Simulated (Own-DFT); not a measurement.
# One host, several defects: zincblende GaAs

Source: density functional calculations with Own-DFT, an unreviewed in-house program that is no longer used. Nothing was measured or relaxed, and spin and spin-orbit coupling are left out.

Common settings: PBE; PseudoDojo norm-conserving scalar-relativistic files; cutoff 42 hartree; 3 x 3 x 3 k mesh centred on Gamma; Fermi-Dirac smearing of 0.1 eV.

Keep in mind (not all hold for every row): not probed for a lower state with spin; forces not confirmed at this smearing and k mesh; stress not checked against mesh or cutoff.

All runs share one cell, with vectors in Å (11.737, 0.000, 0.000); (0.000, 11.737, 0.000); (0.000, 0.000, 10.833) and a volume of 1492.4 Å³, strained against the parent crystal. u is the rms random offset of the atoms per axis. The defect's site can differ from row to row.

```
cell,formula,u (Å),P (GPa)
no defect,As32Ga32,0.0267,1.23
no defect,As32Ga32,0.0295,1.28
no defect,As32Ga32,0.0485,1.48
one Al on a Ga site,AlAs32Ga31,0.0293,1.23
one Al on a Ga site,AlAs32Ga31,0.0479,1.56
one Al on a Ga site,AlAs32Ga31,0.0480,1.55
one As vacancy and one Ga vacancy,As31Ga31,0.0290,?
one As vacancy and one Ga vacancy,As31Ga31,0.0321,0.81
one As vacancy and one Ga vacancy,As31Ga31,0.0443,1.12
one As vacancy and one Ga vacancy,As31Ga31,0.0547,1.40
```

## Working it out

P = P0 + c u² + a shift for each defect gives P0 = 1.03 GPa, c = 229 ± 29 GPa/Å² and a scatter of 0.07 GPa. The shifts, and each times the cell's volume:

- one Al on a Ga site: 0.00 ± 0.06 GPa, 0.0 eV (not resolved)
- one As vacancy and one Ga vacancy: -0.38 ± 0.06 GPa, -3.5 eV

Positive is outwards. The product with the volume (160.2 GPa Å³ to the eV) is nearly free of the cell's size; divided by the bulk modulus at the cell's pressure it gives the volume that the defect adds. The atoms around the defects weren't relaxed, which would change these numbers.

## Withheld run

The question: what pressure belongs in the blank (one As vacancy and one Ga vacancy, u = 0.0290 Å)?

From the fit: 0.85 ± 0.08 GPa. DFT gave 0.89 GPa.
